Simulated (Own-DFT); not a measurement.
# Strain and stress in wurtzite GaN, 72 atoms (Ga36N36)

Calculated results; nothing here was measured. The program, named Own-DFT, is a retired in-house plane-wave density functional code that no person has reviewed. Each row is one single-point run on a periodic cell that was not relaxed, without spin or spin-orbit coupling.

Settings of every run: PBE; PseudoDojo norm-conserving scalar-relativistic files (stringent for Ga); cutoff 96 hartree; 4 x 4 x 3 k mesh centred on Gamma; Gaussian smearing of 0.01 eV.

Known limits: forces not confirmed at this smearing and k mesh; stress not checked against mesh or cutoff.

Unstrained cell vectors in Å: (9.567, 0.000, 0.000); (-4.784, 8.285, 0.000); (0.000, 0.000, 10.370). The unstrained cell has measured lattice constants (interpolated for alloys), not those of this functional. That, the random moves and any unrelaxed bonds set the pressure at no strain. Each run strains this cell uniformly, with the atoms carried along. Every atom was also moved at random, by a Gaussian of width 0.05 Å on each axis. Strain is the symmetric tensor, in per cent. Stress is positive in tension, and the pressure is minus a third of its trace.

| run | e_xx (%) | e_yy (%) | e_zz (%) | s_xx (GPa) | s_yy (GPa) | s_zz (GPa) | P (GPa) | E (meV/atom) |
|---|---|---|---|---|---|---|---|---|
| 1 | -2.75 | -2.75 | 0.00 | -21.64 | -24.58 | -13.19 | 19.80 | 80.0 |
| 2 | 2.00 | 2.00 | 0.00 | 3.16 | 2.43 | -3.97 | -0.54 | 0.0 |
| 3 | 3.00 | 3.00 | 0.00 | 7.00 | 6.12 | -5.21 | -2.64 | 33.5 |
| 4 | -1.25 | -1.25 | 0.00 | -12.98 | -11.50 | -11.43 | 11.97 | 24.2 |
| 5 | -2.25 | -2.25 | 0.00 | -20.80 | -18.32 | -11.65 | 16.93 | 61.5 |
| 6 | -1.00 | -1.00 | 0.00 | -12.26 | -12.44 | -8.50 | 11.07 | 37.4 |
| 7 | -3.00 | -3.00 | 0.00 | -24.25 | -26.09 | -13.87 | 21.40 | 97.0 |
| 8 | -2.50 | -2.50 | 0.00 | -23.32 | -24.10 | -8.97 | 18.80 | 73.1 |
| 9 | 1.50 | 1.50 | 0.00 | ? | ? | ? | ? | ? |

E is the free energy for each atom above the lowest run shown.

## Worked fit

The change of volume is close to e_xx + e_yy + e_zz. A straight line through the runs shown gives P = 8.30 - 202 x (fractional change of volume) GPa, with an error of 9 on the slope and a scatter of 1.14 GPa. The strain isn't the same on all axes and the cell isn't cubic, so the slope belongs to this path and is not the bulk modulus.

## Withheld run

Question: what pressure should run 9 give? Its volume changes by 3.02 %.

The line gives 2.2 GPa. The calculation gave 1.49 GPa.
